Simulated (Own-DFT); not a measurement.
# Computed records: Al16O23 (corundum with two vacancies, atoms displaced)

All values are calculated (Own-DFT development build). A calculation, not a measurement: plane-wave PBE density functional theory by an unreviewed code, no spin, of a simulated periodic cell, stress positive in tension, free energy of the whole cell less one offset for each atom, defect cell not probed for a lower state with spin; oxygen file: force components 24 meV/angstrom off all-electron in one glass; forces on such cells passed a denser k mesh, this cell's mesh not checked; offsets are fitted by least squares, one for each functional and potential file, so energies compare only between cells with the same atoms and settings and are not formation energies; the far tail of each file's local potential was reset to the Coulomb form; each entry is a single point on an unrelaxed cell, so the pressure reflects the starting lattice, mostly measured values, from which strain is counted, and rises with the displacements; printed positions are rounded, which can move forces by about a meV/angstrom; the program is a retired in-house code; no spin-orbit coupling; before rounding, a Quantum ESPRESSO 7.3.1 run of the same cell and cutoff gave forces within 1 meV/angstrom rms on each cell, which checks the program and not the settings.

### Al16O23 (corundum with two vacancies, atoms displaced)

```cif
# cell vector a (Å): 5.4940 0.0000 8.6604
# cell vector b (Å): -2.7470 4.7579 8.6604
# cell vector c (Å): -2.7470 -4.7579 8.6604
data_Al16O23
_symmetry_space_group_name_H-M 'P 1'
_symmetry_Int_Tables_number 1
_cell_length_a 10.2561
_cell_length_b 10.2560
_cell_length_c 10.2560
_cell_angle_alpha 55.280
_cell_angle_beta 55.280
_cell_angle_gamma 55.280
_cell_volume 679.15
loop_
_atom_site_label
_atom_site_type_symbol
_atom_site_fract_x
_atom_site_fract_y
_atom_site_fract_z
_atom_site_occupancy
Al1 Al 0.17087 0.18350 0.17223 1
Al2 Al 0.32369 0.32249 0.32646 1
Al3 Al 0.42968 0.42712 0.42765 1
Al4 Al 0.07457 0.07675 0.06920 1
O1 O 0.27286 0.47561 0.12636 1
O2 O 0.47272 0.12372 0.28117 1
O3 O 0.12636 0.28126 0.46885 1
O4 O 0.22016 0.02439 0.38146 1
O5 O 0.02809 0.37204 0.22723 1
O6 O 0.37182 0.22149 0.03019 1
Al5 Al 0.17975 0.16677 0.67554 1
Al6 Al 0.32705 0.32387 0.82029 1
Al7 Al 0.43109 0.43055 0.91917 1
Al8 Al 0.07957 0.06944 0.56838 1
O7 O 0.47823 0.11224 0.78573 1
O8 O 0.13223 0.27505 0.96928 1
O9 O 0.22006 0.03229 0.87628 1
O10 O 0.02800 0.37772 0.71906 1
O11 O 0.37670 0.22290 0.52875 1
Al9 Al 0.17327 0.67256 0.18121 1
Al10 Al 0.31746 0.82779 0.32692 1
Al11 Al 0.42648 0.92126 0.43107 1
Al12 Al 0.07491 0.57269 0.07520 1
O12 O 0.27786 0.97292 0.12452 1
O13 O 0.47126 0.62402 0.27763 1
O14 O 0.12936 0.77849 0.47102 1
O15 O 0.22166 0.52168 0.37523 1
O16 O 0.02760 0.87388 0.22473 1
O17 O 0.37986 0.71557 0.02667 1
Al13 Al 0.17697 0.66947 0.68127 1
Al14 Al 0.32529 0.82543 0.82257 1
Al15 Al 0.42417 0.92657 0.91976 1
Al16 Al 0.07477 0.57577 0.57198 1
O18 O 0.28407 0.96175 0.63146 1
O19 O 0.47401 0.62352 0.77794 1
O20 O 0.12476 0.78148 0.97011 1
O21 O 0.22486 0.53082 0.86776 1
O22 O 0.03157 0.87406 0.71824 1
O23 O 0.37255 0.71994 0.53127 1
Al17 Al 0.67032 0.18017 0.17298 1
Al18 Al 0.82016 0.32781 0.32293 1
Al19 Al 0.93501 0.42728 0.42293 1
Al20 Al 0.57531 0.07562 0.06815 1
O24 O 0.77900 0.47358 0.11962 1
O25 O 0.96116 0.12950 0.27888 1
O26 O 0.62341 0.27963 0.46999 1
O27 O 0.72235 0.02427 0.38241 1
O28 O 0.53208 0.36897 0.22365 1
O29 O 0.87818 0.22713 0.02351 1
Al21 Al 0.68086 0.17284 0.67373 1
Al22 Al 0.81787 0.32527 0.83097 1
Al23 Al 0.92473 0.42763 0.91968 1
Al24 Al 0.57203 0.07736 0.57286 1
O30 O 0.78107 0.47083 0.62706 1
O31 O 0.97056 0.12506 0.77793 1
O32 O 0.62466 0.27501 0.97456 1
O33 O 0.72549 0.02132 0.87949 1
O34 O 0.53302 0.37012 0.72530 1
O35 O 0.86939 0.22356 0.52582 1
Al25 Al 0.67647 0.67739 0.17301 1
Al26 Al 0.82944 0.82729 0.31921 1
Al27 Al 0.93089 0.92296 0.42415 1
Al28 Al 0.56415 0.57463 0.07664 1
O36 O 0.77515 0.96892 0.13208 1
O37 O 0.97533 0.62264 0.28003 1
O38 O 0.63387 0.77404 0.46788 1
O39 O 0.72471 0.53330 0.37109 1
O40 O 0.53128 0.87787 0.21665 1
O41 O 0.87251 0.72431 0.03247 1
Al29 Al 0.67414 0.67246 0.68412 1
Al30 Al 0.82376 0.82026 0.83211 1
Al31 Al 0.92819 0.92922 0.92407 1
Al32 Al 0.57329 0.57117 0.57701 1
O42 O 0.77689 0.97332 0.62355 1
O43 O 0.62334 0.78548 0.96844 1
O44 O 0.71949 0.53543 0.87093 1
O45 O 0.53240 0.87009 0.72190 1
O46 O 0.87667 0.71683 0.53013 1
```

Here we set functional PBE, potential files PseudoDojo norm-conserving, scalar-relativistic, standard set, wave cutoff 72 hartree, occupations Fermi-Dirac, smearing width 0.1 eV and k mesh 3 x 3 x 3 centred on Gamma.

Questions
1. Al16O23 (corundum with two vacancies, atoms displaced): stress zz?

## Answers
1. -6.5 GPa

Further results for Al16O23 (corundum with two vacancies, atoms displaced):

| Item | Value |
| --- | --- |
| free energy of cell above offsets | -53.447 eV |
| pressure | 6.88 GPa |
| stress xx | -6.47 GPa |
| stress yy | -7.65 GPa |
| stress yz | 0.07 GPa |
| stress xz | -0.53 GPa |
| stress xy | 0.2 GPa |

Force:
```tsv
element	x (eV/Å)	y (eV/Å)	z (eV/Å)
Al	0.658	-0.904	-0.267
Al	0.428	0.259	0.157
Al	-1.144	-0.516	-0.293
Al	-0.529	-0.739	0.885
O	1.191	0.022	-0.266
O	-0.419	0.003	-0.32
O	0.521	-1.455	-0.218
O	0.764	1.14	-0.483
O	0.11	0.807	0.005
O	0.341	0.528	0.645
Al	-1.08	1.069	0.887
Al	0.231	0.242	-0.548
Al	-0.95	-1.323	-0.623
Al	-1.97	-0.136	0.03
O	-0.527	1.903	0.442
O	-1.045	0.297	-0.458
O	0.952	-0.098	-0.889
O	0.419	-0.521	-0.263
O	-0.505	-0.502	-0.654
Al	0.394	0.596	0.018
Al	1.506	0.502	0.297
Al	1.431	0.645	0.05
Al	-0.108	0.344	-0.256
O	-0.281	-0.259	-0.358
O	-0.211	0.389	0.213
O	-0.618	-0.301	-0.945
O	-0.166	0.221	0.983
O	0.61	0.465	0.026
O	-1.554	0.688	-0.618
Al	-0.441	0.972	-1.117
Al	0.171	-1.37	0.007
Al	0.166	-1.084	1.344
Al	0.204	-0.686	0.266
O	-0.64	1.537	-0.409
O	-0.216	0.248	0.089
O	0.15	-0.259	0.178
O	-0.362	-1.452	1.047
O	-0.312	-0.402	0.241
O	0.604	0.004	0.257
Al	0.814	-1.811	0.742
Al	-0.008	-0.023	0.22
Al	-1.617	-0.542	-0.912
Al	-0.622	-1.08	-0.164
O	-0.322	-0.198	0.28
O	1.22	0.263	0.418
O	0.03	-0.319	0.506
O	0.348	1.159	-0.91
O	-0.688	0.829	0.124
O	-0.655	-0.453	-1.057
Al	-0.127	-0.701	-0.361
Al	1.481	0.939	-0.307
Al	0.374	0.732	1.523
Al	0.886	-0.659	0.3
O	-0.05	-0.252	-0.5
O	0.299	0.367	0.339
O	-0.136	0.446	0.103
O	0.014	1.136	0.099
O	-0.043	0.13	-0.178
O	1.083	-0.161	1.222
Al	-0.53	-0.068	-0.042
Al	-1.105	-1.228	-0.203
Al	-1.387	-0.146	0.192
Al	1.499	-0.25	1.481
O	0.601	1.444	-0.032
O	-0.055	0.724	0.086
O	-1.163	-0.308	-0.339
O	-0.134	-0.445	-0.476
O	-0.805	-0.76	-0.224
O	0.981	-0.126	0.087
Al	1.248	2.033	-0.796
Al	0.816	0.803	-0.93
Al	-0.323	-0.592	-0.417
Al	1.052	0.978	0.208
O	0.472	-0.528	0.466
O	-0.152	-1.061	-0.515
O	-0.104	-1.807	0.298
O	-1.134	0.392	-0.018
O	0.166	0.267	0.602
```
